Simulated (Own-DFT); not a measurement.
# Which defects push the lattice out? zincblende GaAs

Source: density functional calculations with Own-DFT, an unreviewed in-house program that is no longer used. Nothing was measured or relaxed, and spin and spin-orbit coupling are left out.

Settings: PBE; PseudoDojo norm-conserving scalar-relativistic files; cutoff 42 hartree; 3 x 3 x 3 k mesh centred on Gamma; Fermi-Dirac smearing of 0.1 eV.

Known weak points (not all hold for every row): not probed for a lower state with spin; forces not confirmed at this smearing and k mesh; stress not checked against mesh or cutoff.

All runs share one cell, with vectors in Å (11.737, 0.000, 0.000); (0.000, 11.737, 0.000); (0.000, 0.000, 10.919) and a volume of 1504.3 Å³, strained against the parent crystal. Atoms were moved at random from their sites; u is the rms move along one axis. The defect's site can differ from row to row.

```
cell,formula,u (Å),P (GPa)
no defect,As32Ga32,0.0288,0.75
no defect,As32Ga32,0.0463,1.05
no defect,As32Ga32,0.0467,0.92
one Al on a Ga site,AlAs32Ga31,0.0298,0.76
one Al on a Ga site,AlAs32Ga31,0.0465,1.03
one Al on a Ga site,AlAs32Ga31,0.0497,1.05
one As vacancy and one Ga vacancy,As31Ga31,0.0259,0.48
one As vacancy and one Ga vacancy,As31Ga31,0.0279,0.51
one As vacancy and one Ga vacancy,As31Ga31,0.0505,0.78
one P on an As site,As31Ga32P,0.0296,0.52
one P on an As site,As31Ga32P,0.0308,0.54
one P on an As site,As31Ga32P,0.0457,0.66
one In on a Ga site,As32Ga31In,0.0309,?
one In on a Ga site,As32Ga31In,0.0320,1.36
one In on a Ga site,As32Ga31In,0.0493,1.64
one In on a Ga site,As32Ga31In,0.0501,1.50
```

## Working it out

P = P0 + c u² + a shift for each defect gives P0 = 0.64 GPa, c = 157 ± 20 GPa/Å² and a scatter of 0.05 GPa. The shifts, and each times the cell's volume:

- one In on a Ga site: 0.55 ± 0.04 GPa, 5.2 eV
- one Al on a Ga site: 0.02 ± 0.04 GPa, 0.2 eV (not resolved)
- one As vacancy and one Ga vacancy: -0.25 ± 0.04 GPa, -2.4 eV
- one P on an As site: -0.27 ± 0.04 GPa, -2.5 eV

A positive shift means that the defect pushes the cell outwards. Shift times volume (160.2 GPa Å³ is 1 eV) depends little on the cell's size, so, taken for each site, it can be compared between cells at like pressure. The atoms around the defects weren't relaxed, which would change these numbers.

## Prediction

Question: what pressure belongs in the blank (one In on a Ga site, u = 0.0309 Å)?

From the fit: 1.34 ± 0.06 GPa. DFT gave 1.32 GPa.
